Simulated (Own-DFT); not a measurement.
Simulation results for GaP (zincblende, strained, atoms displaced)

Computed with Own-DFT development build. A calculation, not a measurement: plane-wave PBE density functional theory by an unreviewed code, no spin, of a simulated periodic cell, stress positive in tension, free energy of the whole cell less one offset for each atom, forces on such cells passed a denser k mesh, this cell's mesh not checked; offsets are fitted by least squares, one for each functional and potential file, so energies compare only between cells with the same atoms and settings and are not formation energies; the far tail of each file's local potential was reset to the Coulomb form; each entry is a single point on an unrelaxed cell, so the pressure reflects the starting lattice, mostly measured values (interpolated for alloys), from which strain is counted, and rises with the displacements; printed positions are rounded, which can move forces by about a meV/angstrom; the program, named Own-DFT, is a retired in-house code; no spin-orbit coupling.

Common to all runs: functional PBE; potential files PseudoDojo norm-conserving, scalar-relativistic, standard set; wave cutoff 42 hartree; occupations Fermi-Dirac; smearing width 0.1 eV; k mesh 3 x 3 x 3 centred on Gamma.

(1) 
```xyz
64
Lattice="10.7550 0.0057 0.0136 0.0057 11.1110 0.0494 0.0136 0.0494 10.8161" Properties=species:S:1:pos:R:3:force_x:R:1:force_y:R:1:force_z:R:1 formula=GaP free_energy_of_cell_above_offsets=-32.982 pressure=3.38 stress_xx=-4.21 stress_yy=-1.98 stress_zz=-3.97 stress_yz=0.49 stress_xz=0.36 stress_xy=0.11
Ga    10.7277     0.0799    10.7564      0.425     -0.174      0.323
Ga    10.7259     2.7902     2.7553      1.208        0.1      0.419
Ga     2.7137     0.0743     2.6862     -0.921     -1.692     -0.984
Ga     2.6777     2.7190     0.1068      0.075      0.695     -1.055
P      1.3221     1.4335     1.3248     -0.697     -1.129      0.902
P      1.4008     4.2112     4.1189     -0.398     -0.327      -0.73
P      3.9692     1.3116     3.9967       1.33      1.624      0.924
P      3.9433     4.2154     1.3140      1.367     -0.368      0.338
Ga    10.7454    11.0983     5.4477      0.397       0.49        0.5
Ga     0.0261     2.8098     8.1456      -0.32     -0.082     -0.174
Ga     2.7434    11.1413     8.0909      0.163     -0.325      0.664
Ga     2.7168     2.7798     5.4141      0.182      0.038      0.377
P      1.3713     1.3815     6.8179     -0.579      0.441      -0.88
P      1.3180     4.1499     9.5566      0.348      0.581     -0.433
P      3.9803     1.5218     9.4360      0.316     -1.038      0.342
P      4.1011     4.2696     6.7767     -0.608     -0.995     -0.091
Ga    10.6891     5.5185     0.1043      1.583      0.679     -0.525
Ga     0.0578     8.3468     2.7450      0.167       0.28      0.092
Ga     2.7335     5.5756     2.6707     -0.312     -0.945      0.896
Ga     2.6852     8.3109    10.8079      0.022      0.349     -0.294
P      1.4537     6.8792     1.4193     -1.832      0.873     -0.806
P      1.4409     9.7170     4.2603     -0.659        0.4     -1.829
P      3.9244     6.9330     4.0328      1.769      0.055      0.402
P      4.0523     9.6776     1.2742     -0.506       0.38       1.02
Ga    10.7476     5.5143     5.4675      0.463      0.503      0.209
Ga    10.6605     8.4140     8.1322      1.059     -0.359      0.309
Ga     2.6900     5.5826     8.1398      0.153     -0.806      0.693
Ga     2.7275     8.2677     5.4458       0.16      0.263      1.081
P      1.3865     6.9232     6.8657     -1.078      0.599     -0.574
P      1.3506     9.7855     9.4832     -0.037      -0.32     -0.177
P      4.0454     6.9614     9.4616      0.326     -0.129      0.457
P      4.1521     9.7835     6.7796     -1.255     -1.254      0.608
Ga     5.3761    11.1511    10.8222      0.018      0.693     -0.114
Ga     5.3633     2.8163     2.6858     -0.555     -0.085      0.039
Ga     8.0518     0.0322     2.7122     -0.046      0.129      0.042
Ga     8.0277     2.7731     0.0283      0.305      0.431     -1.053
P      6.7234     1.4636     1.3390     -0.512     -0.974      0.301
P      6.7538     4.0983     4.0885     -0.349      0.679     -0.265
P      9.4228     1.4865     4.1364      0.132     -1.463     -0.841
P      9.5559     4.0501     1.2947     -2.319      0.578      1.087
Ga     5.3300    11.1202     5.4659      1.263      0.824     -0.559
Ga     5.3782     2.7993     8.1288     -0.132      0.302     -0.395
Ga     8.0770    11.1249     8.2013     -0.428      -0.57     -0.365
Ga     8.0996     2.7749     5.4107     -0.743       0.07      0.632
P      6.7777     1.4454     6.8261     -0.649     -0.489     -0.718
P      6.6585     4.2175     9.4107      1.138       0.61      0.956
P      9.3684     1.3728     9.4272      0.187      0.989      0.373
P      9.3395     4.1734     6.7401      0.992     -0.035      0.593
Ga     5.4760     5.6165     0.1349     -0.646     -0.391     -0.989
Ga     5.3615     8.3804     2.7764     -0.876     -0.282     -0.349
Ga     8.0529     5.5913     2.7835      0.814     -0.607     -0.177
Ga     8.1349     8.3411    10.8466     -1.039      0.485       0.29
P      6.7234     7.0023     1.4964      0.461     -0.112     -0.475
P      6.6794     9.6945     4.0683      0.557      1.007      0.499
P      9.4479     6.9829     4.1657      0.075     -0.403     -0.721
P      9.3736     9.7490     1.3422      0.717     -0.048      0.765
Ga     5.4340     5.5601     5.4189     -0.245      0.426      -0.44
Ga     5.4169     8.2930     8.1104      -0.91      1.184      1.004
Ga     8.1853     5.6311     8.1082      -1.34      0.058      0.226
Ga     8.1033     8.3871     5.4070     -0.872     -0.343      0.147
P      6.6410     7.0537     6.7860      2.001     -1.249      -0.95
P      6.6851     9.7275     9.5120      0.581     -0.243       -0.1
P      9.4410     6.9745     9.5829      0.126     -0.115     -0.817
P      9.3626     9.7363     6.7578     -0.016      0.536      0.371
```

Units: free_energy_of_cell_above_offsets in eV; pressure, stress_xx, stress_yy, stress_zz, stress_yz, stress_xz, stress_xy in GPa; force_x, force_y, force_z in eV/Å.

(2) 
```xyz
64
Lattice="11.1095 -0.1326 -0.1599 -0.1326 11.1046 -0.0935 -0.1599 -0.0935 10.9168" Properties=species:S:1:pos:R:3:force_x:R:1:force_y:R:1:force_z:R:1 formula=GaP free_energy_of_cell_above_offsets=-32.673 pressure=0.39 stress_xx=0.01 stress_yy=-0.07 stress_zz=-1.11 stress_yz=-1.75 stress_xz=-2.7 stress_xy=-2.19
Ga    10.9607    10.9038    -0.1904     -0.204      0.144     -1.014
Ga    -0.0126     2.7691     2.6779     -0.457     -0.548     -0.167
Ga     2.6275    10.9643     2.5169     -0.594      0.861      0.655
Ga     2.6624     2.8309    -0.0446      0.539      -0.77     -0.011
P      1.3128     1.3189     1.2627       0.76      0.677      1.152
P      1.3027     4.0572     4.1116      0.048      0.402     -0.575
P      4.1173     1.2244     4.0771     -0.814      1.397     -1.088
P      4.1111     4.1696     1.3072     -0.481      -0.04     -0.068
Ga    -0.0209    -0.0023     5.4160     -0.941     -0.405     -0.066
Ga    -0.0848     2.7794     8.1800     -1.741     -1.654     -1.547
Ga     2.7117    -0.0461     8.2143     -0.887     -0.917     -1.077
Ga     2.6457     2.6562     5.4323      0.363     -0.508      -0.05
P      1.2660     1.2856     6.7751      0.322      0.686      0.845
P      1.1564     4.0138     9.4432      1.278      2.312      1.369
P      3.9555     1.2667     9.4796        1.2      0.981      1.147
P      3.9971     4.0415     6.7583      0.192      0.509     -0.273
Ga    -0.2187     5.5734    10.8014      0.252      -1.24      0.711
Ga    10.9211     8.1841     2.4707     -0.293        0.5      0.191
Ga     2.6470     5.5074     2.7188     -0.104     -0.277     -0.503
Ga     2.4588     8.1608    10.7898      0.626      0.602      0.252
P      1.2687     6.9718     1.3408      0.191     -0.545     -0.141
P      1.2351     9.6748     4.0465      -0.68      0.312     -1.283
P      4.0449     6.8651     3.9577      0.228     -0.025      0.838
P      4.0536     9.7041     1.2768      0.468     -1.396     -0.636
Ga    -0.1237     5.4985     5.3393     -0.493     -0.516      0.155
Ga    10.7339     8.0164     7.9367      1.548      1.086     -0.517
Ga     2.6676     5.4865     8.1690     -1.311      -1.11     -1.244
Ga     2.5972     8.3261     5.2579      0.213     -1.222      0.702
P      1.2338     6.7534     6.6662       0.28      1.318      0.894
P      1.1849     9.6906     9.5242     -0.685     -0.965     -0.848
P      3.9606     6.8040     9.3860     -0.085      1.074      1.004
P      3.9211     9.6692     6.6087      0.421      -0.16      0.935
Ga     5.4895    11.0225    -0.0866     -1.482     -0.694     -1.421
Ga     5.4994     2.7457     2.6799     -0.859     -1.224     -0.769
Ga     8.3216    -0.0885     2.6850     -1.132     -0.447     -1.281
Ga     8.3218     2.7399    -0.1203      -0.35     -1.061     -0.573
P      6.8136     1.3022     1.1894      1.777      1.377       1.74
P      6.7703     4.0576     3.9910      1.444     -0.112      -0.04
P      9.6116     1.2488     3.9095      0.946      1.058      0.935
P      9.6290     4.0430     1.2212      0.811      0.677       0.02
Ga     5.4601    -0.1010     5.2870      0.975     -0.452      1.143
Ga     5.3470     2.6969     8.0848      0.163     -1.149     -0.022
Ga     7.9963    10.9184     7.9398       1.17     -0.143      0.814
Ga     8.1906     2.6839     5.3957     -0.265     -0.952     -0.843
P      6.9150     1.2301     6.7679     -1.575      0.745     -0.741
P      6.6640     3.9886     9.4670      1.017      0.573     -0.374
P      9.6482     1.1740     9.4120     -0.697      0.332     -0.135
P      9.5137     4.0430     6.5975      1.161      0.398      0.885
Ga     5.2505     5.4118    10.6919      0.611     -0.142      0.982
Ga     5.4707     8.2225     2.6774     -0.436     -0.096     -1.161
Ga     8.2069     5.3898     2.5716     -0.131      0.097     -0.149
Ga     8.2327     8.2065    -0.1274     -0.439     -0.108     -0.882
P      6.8740     6.8557     1.1924     -0.665     -0.349      0.296
P      6.7929     9.5977     3.9137      0.474      0.222      0.496
P      9.5747     6.7651     3.9059      0.148      0.198     -0.374
P      9.4858     9.6513     1.0716      0.768      -0.13      1.448
Ga     5.4797     5.3398     5.3326     -1.127      1.008      0.544
Ga     5.2932     8.1823     8.0535      0.274      0.692     -0.812
Ga     8.1333     5.4217     8.0013     -0.414     -0.367      0.205
Ga     8.1493     8.0975     5.2465       0.49      1.114     -0.005
P      6.7901     6.8620     6.6253      -0.63     -0.617      0.712
P      6.6982     9.5678     9.3965     -0.201     -0.399      0.096
P      9.5118     6.7568     9.3998     -1.012       0.06     -0.121
P      9.4955     9.6134     6.6097      0.029     -0.672     -0.354
```

Units: free_energy_of_cell_above_offsets in eV; pressure, stress_xx, stress_yy, stress_zz, stress_yz, stress_xz, stress_xy in GPa; force_x, force_y, force_z in eV/Å.

(3) 
```xyz
64
Lattice="10.7433 0.2007 0.2104 0.2007 11.0124 0.1268 0.2104 0.1268 10.9252" Properties=species:S:1:pos:R:3:force_x:R:1:force_y:R:1:force_z:R:1 formula=GaP free_energy_of_cell_above_offsets=-32.391 pressure=3.72 stress_xx=-4.66 stress_yy=-2.91 stress_zz=-3.57 stress_yz=2.2 stress_xz=3.22 stress_xy=2.98
Ga     0.2326    10.9487     0.1408     -0.985      0.921      1.326
Ga     0.1154     2.8720     2.7853      0.686     -1.704      0.834
Ga     2.9182    11.0622     2.9584      0.139      0.556     -0.552
Ga     2.8665     2.9355    10.9754      1.328      0.197      0.533
P      1.3905     1.4692     1.3605     -0.529     -1.102       0.96
P      1.4851     4.0724     4.2008     -0.337      1.941       -0.7
P      4.1435     1.4799     4.1212     -0.434     -0.477      0.505
P      4.1277     4.2478     1.4961     -0.754     -0.829     -0.027
Ga    11.0220    11.2221     5.7690      0.023      0.731      0.152
Ga    10.9244     3.0484     8.6114      0.666     -0.223     -1.122
Ga     2.8190     0.1752     8.1976      0.488       -0.2       0.56
Ga     2.7991     2.8291     5.4663      1.148     -0.426      1.094
P      1.5256     1.4197     6.7848     -1.143      0.519      0.538
P      1.6653     4.2416     9.6124     -1.132      0.836      0.196
P      4.1870     1.5022     9.7306      0.379      0.524     -1.134
P      4.1950     4.2164     6.9440       0.32      0.168     -0.099
Ga     0.1043     5.5514     0.1491     -0.091     -0.476      -1.03
Ga     0.2098     8.3054     2.8431     -0.014      0.016      0.616
Ga     2.7572     5.5939     2.7906      0.419     -0.067      0.845
Ga     2.8113     8.3822     0.1494       0.57     -0.458     -0.194
P      1.4226     6.9321     1.4468      0.652      0.328     -0.041
P      1.6374     9.6512     4.2685     -0.841      0.162     -0.742
P      4.2778     7.0140     4.2162     -1.062     -0.343     -0.085
P      4.2631     9.7344     1.5637     -0.934     -0.015      -0.26
Ga     0.2551     5.5785     5.5792     -0.378      0.155     -0.331
Ga     0.3416     8.4236     8.2544     -0.451     -0.328      0.969
Ga     2.9755     5.6576     8.3224      0.161      0.234     -0.237
Ga     2.9150     8.3397     5.6117      0.996     -0.006      0.474
P      1.5660     7.0011     6.9510      0.582     -0.451      -0.14
P      1.6358     9.8229     9.7185      1.084         -1       -1.2
P      4.4118     7.0537     9.6534     -1.053     -0.375      1.122
P      4.3560     9.7915     7.0012     -0.099     -0.013     -0.401
Ga     5.5640    11.1050     0.2426      0.525      0.566      0.423
Ga     5.4267     2.8868     2.9072      0.512      0.771     -0.244
Ga     8.1061     0.1859     2.9353      0.392      0.672     -0.356
Ga     8.1718     2.8420     0.3293      0.505      1.238     -0.438
P      6.8172     1.6059     1.5704     -1.121     -1.515      0.104
P      6.8161     4.2914     4.2985      0.356      0.074      -0.18
P      9.4381     1.6441     4.2863      1.389     -1.274     -0.797
P      9.6193     4.2799     1.6924      -1.69      1.143     -1.353
Ga     5.5557     0.2574     5.5524     -0.336     -0.211       0.51
Ga     5.6961     3.0104     8.4219     -1.697      0.102      0.549
Ga     8.1502     0.3508     8.4199      0.242     -0.418     -0.125
Ga     8.2731     2.9507     5.6087     -0.714       1.29      1.335
P      6.8436     1.7080     7.0288      0.679     -1.038      -0.96
P      6.9740     4.3291     9.8553      0.734     -0.099     -0.249
P      9.5861     1.6265     9.8395      0.073     -0.261     -0.151
P      9.6805     4.3758     7.1149     -0.619     -0.431     -0.318
Ga     5.4773     5.5586     0.2450      0.261      1.247     -0.217
Ga     5.5309     8.3809     2.8616      0.919      0.236      0.674
Ga     8.2520     5.6917     3.0053     -0.315      0.165     -0.044
Ga     8.2176     8.4242     0.2804      0.526      0.218     -0.754
P      6.9239     7.0814     1.5394      -0.59      -1.35      0.531
P      7.0151     9.8542     4.3197     -1.018     -0.801      0.269
P      9.5627     7.1564     4.3890      0.539     -0.708      0.163
P      9.5565     9.7576     1.7255      0.381      0.733     -0.702
Ga     5.5395     5.7114     5.6485      0.346     -0.193      0.558
Ga     5.6636     8.4242     8.3718      0.395      0.975      0.087
Ga     8.2981     5.6992     8.4612      0.043      0.144     -0.088
Ga     8.2382     8.4870     5.7670      1.057      0.938     -0.139
P      7.0193     7.1362     7.0651     -0.725     -1.404      0.024
P      7.0431     9.8584     9.8219      0.172     -0.108     -0.404
P      9.6799     7.1058     9.7747      0.436      0.584       0.38
P      9.7217     9.9446     7.1921     -1.059     -0.078     -0.516
```

Units: free_energy_of_cell_above_offsets in eV; pressure, stress_xx, stress_yy, stress_zz, stress_yz, stress_xz, stress_xy in GPa; force_x, force_y, force_z in eV/Å.

(4) 
```xyz
64
Lattice="10.7505 0.0008 0.1001 0.0008 10.6964 0.1116 0.1001 0.1116 11.0928" Properties=species:S:1:pos:R:3 formula=GaP
Ga     0.1298     0.1327    11.0525
Ga    10.6992     2.7087     2.9005
Ga     2.7267    10.6385     2.9030
Ga     2.7867     2.7365    11.1434
P      1.3795     1.3875     1.4288
P      1.2391     3.9986     4.2288
P      4.1086     1.3673     4.2237
P      4.0303     3.9832     1.4956
Ga     0.0708    10.7046     5.6075
Ga    10.7994     2.7799     8.3696
Ga     2.7560     0.1130     8.3906
Ga     2.6687     2.7176     5.5618
P      1.4506     1.3787     7.1235
P      1.4354     4.1659     9.6370
P      4.1810     1.3860     9.9016
P      4.1008     4.1036     6.9860
Ga    10.8491     5.4858    11.2169
Ga    10.7214     8.0422     2.9219
Ga     2.6670     5.2982     2.8099
Ga     2.7899     8.1553    11.1828
P      1.4349     6.6571     1.4335
P      1.4127     9.3448     4.2941
P      4.0487     6.7192     4.1996
P      4.1210     9.2883     1.4711
Ga     0.1707     5.3732     5.6220
Ga    10.8256     8.1841     8.5143
Ga     2.6565     5.4176     8.3542
Ga     2.7187     8.0371     5.6111
P      1.4477     6.7033     6.9851
P      1.3027     9.4022     9.8205
P      4.1742     6.7881     9.7623
P      4.0949     9.4712     7.0678
Ga     5.3590    10.6729     0.2091
Ga     5.4343     2.6732     2.8319
Ga     8.0917    10.6461     2.9725
Ga     8.1875     2.7385    11.1625
P      6.7154     1.3460     1.4044
P      6.8137     4.0701     4.3073
P      9.4589     1.3410     4.3602
P      9.4182     4.0042     1.4819
Ga     5.4237     0.1033     5.5403
Ga     5.4355     2.7353     8.4459
Ga     8.1028     0.1321     8.4680
Ga     8.0414     2.7546     5.6184
P      6.8513     1.2279     7.0268
P      6.7839     4.0632     9.7278
P      9.5139     1.4479     9.7185
P      9.4533     4.0035     7.0742
Ga     5.3933     5.3925     0.1340
Ga     5.3097     8.0168     2.9400
Ga     7.9997     5.4134     3.0101
Ga     8.1869     8.1592    11.2295
P      6.8062     6.6972     1.5309
P      6.7104     9.4439     4.3252
P      9.4501     6.7034     4.3476
P      9.4460     9.2599     1.6647
Ga     5.4027     5.3841     5.6180
Ga     5.5149     8.1457     8.4259
Ga     8.1835     5.4440     8.4240
Ga     8.1351     8.0551     5.7823
P      6.8872     6.6843     7.1033
P      6.7644     9.5011     9.8998
P      9.4868     6.8731     9.8495
P      9.4655     9.4458     7.1361
```

Questions
1. GaP (zincblende, strained, atoms displaced) (entry 4): stress xx?

Calculated values
1. -5.42 GPa

Further results for GaP (zincblende, strained, atoms displaced) (entry 4):

```
free energy of cell above offsets : -32.163 eV
pressure                          : 4.8 GPa
stress yy                         : -5.82 GPa
stress zz                         : -3.15 GPa
stress yz                         : 2.82 GPa
stress xz                         : 0.99 GPa
stress xy                         : 0.39 GPa
```

Force:
```tsv
element	x (eV/Å)	y (eV/Å)	z (eV/Å)
Ga	-0.615	0.163	0.857
Ga	-0.014	-0.511	-0.115
Ga	0.544	0.481	-0.276
Ga	0.074	1.056	-0.376
P	-0.612	-0.837	0.321
P	1.314	-0.135	-0.736
P	-1.015	0.304	-0.574
P	0.245	0.066	-0.503
Ga	0.56	0.223	1.168
Ga	0.668	0.014	0.674
Ga	0.82	-0.834	0.983
Ga	0.521	-0.109	0.569
P	-0.707	0.283	-2.134
P	-0.979	-1.554	1.787
P	-1.036	0.299	-1.421
P	-0.603	-0.797	0.229
Ga	0.205	0.061	-0.103
Ga	1.657	-1.267	1.037
Ga	0.113	-0.023	0.699
Ga	0.357	-0.275	-0.596
P	-1.086	0.299	0.224
P	-0.738	0.041	-0.73
P	-0.714	-1.143	0.838
P	-1.312	0.323	0.532
Ga	-1.606	0.3	0.378
Ga	-0.166	-0.938	-1.129
Ga	2.349	0.659	-0.195
Ga	0.925	0.221	0.664
P	-0.871	1.136	0.222
P	1.813	0.633	0.326
P	-0.812	-0.099	0.081
P	-0.238	-0.503	-0.219
Ga	0.812	0.037	0.213
Ga	0.163	0.357	0.241
Ga	0.214	0.847	-0.146
Ga	-0.011	0.565	-0.357
P	0.571	-0.528	0.762
P	-1.679	-0.632	-0.48
P	-0.667	0.258	-1.169
P	-0.693	0.437	0.25
Ga	0.181	-0.449	0.904
Ga	0.098	-0.523	-0.975
Ga	1.014	-0.987	0.085
Ga	0.848	-1.007	1.151
P	-1.447	2.104	-0.743
P	0.447	0.632	1.072
P	0.012	-0.203	1.069
P	-0.208	0.999	-0.932
Ga	0.143	-0.456	-0.226
Ga	1.79	0.46	-0.543
Ga	1.581	0.133	-1.065
Ga	-0.184	0.312	0.302
P	-0.987	0.191	0.084
P	0.013	-1.386	0.175
P	0.194	-0.069	0.256
P	-0.818	1.847	-1.877
Ga	0.428	0.658	0.282
Ga	-0.043	-0.197	-0.233
Ga	0.54	-0.615	0.889
Ga	0.056	0.53	-0.731
P	-1.666	0.591	-0.723
P	0.409	-0.5	0.047
P	0.038	-1.068	-0.112
P	-0.189	0.126	0.045
```
